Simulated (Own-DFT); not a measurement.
# Stretching a layer in its plane: grey tin, 32 atoms (Sn32)

Source: density functional calculations with Own-DFT, an unreviewed in-house program that is no longer used. Nothing was measured or relaxed, and spin and spin-orbit coupling are left out.

All runs used: PBE; PseudoDojo norm-conserving scalar-relativistic files; cutoff 42 hartree; 3 x 3 x 5 k mesh centred on Gamma; cold (Marzari-Vanderbilt) smearing of 0.2 eV.

Keep in mind: forces on such cells failed a check on a denser k mesh; stress not checked against mesh or cutoff.

Unstrained cell vectors in Å: (12.978, 0.000, 0.000); (0.000, 12.978, 0.000); (0.000, 0.000, 6.489). The unstrained cell has measured lattice constants (interpolated for alloys), not those of this functional. That, the random moves and any unrelaxed bonds set the pressure at no strain. Each run strains x and y alike by e, as a substrate would, and holds the height along z. Each atom got a random Gaussian move of width 0.05 Å along each axis. Stress is positive in tension.

| e (%) | u (Å) | (s_xx + s_yy)/2 (GPa) | s_zz (GPa) |
|---|---|---|---|
| -2.50 | 0.056 | -6.93 | -6.29 |
| -2.00 | 0.050 | -6.10 | -5.48 |
| -1.50 | 0.048 | -5.42 | -4.96 |
| -0.50 | 0.055 | -4.21 | -4.09 |
| 0.25 | 0.054 | -3.43 | -3.34 |
| 0.75 | 0.051 | -2.80 | -3.12 |
| 1.25 | 0.046 | -2.19 | -2.55 |
| 1.75 | 0.051 | -1.77 | -2.30 |
| 2.25 | 0.045 | ? | ? |
| 2.50 | 0.049 | -1.09 | -1.75 |

## Working it out

With e as a fraction, the in-plane stress is -3.6 + 116 e - 566 e² GPa (errors 1 and 100, scatter 0.07), and s_zz is -3.6 + 87 e - 607 e² GPa (slope ± 2, scatter 0.10). At e = 0 the first slope is C11 + C12 and the second 2 C12, both with the ions held to the strained lattice and at the cell's own pressure. The term in e² is negative: the layer stiffens under compression and softens under tension. A free layer would change its height as e changes, and the in-plane slope would drop by 2 C12²/C11 to the biaxial modulus. At fixed height, a misfit of 1 % moves the in-plane stress by about 1.2 GPa and s_zz by 0.9 GPa.

## Check

The question: what are the two stresses at e = 2.25 %?

From the fit: -1.3 and -1.9 GPa. The hidden result is -1.23 and -1.90 GPa.
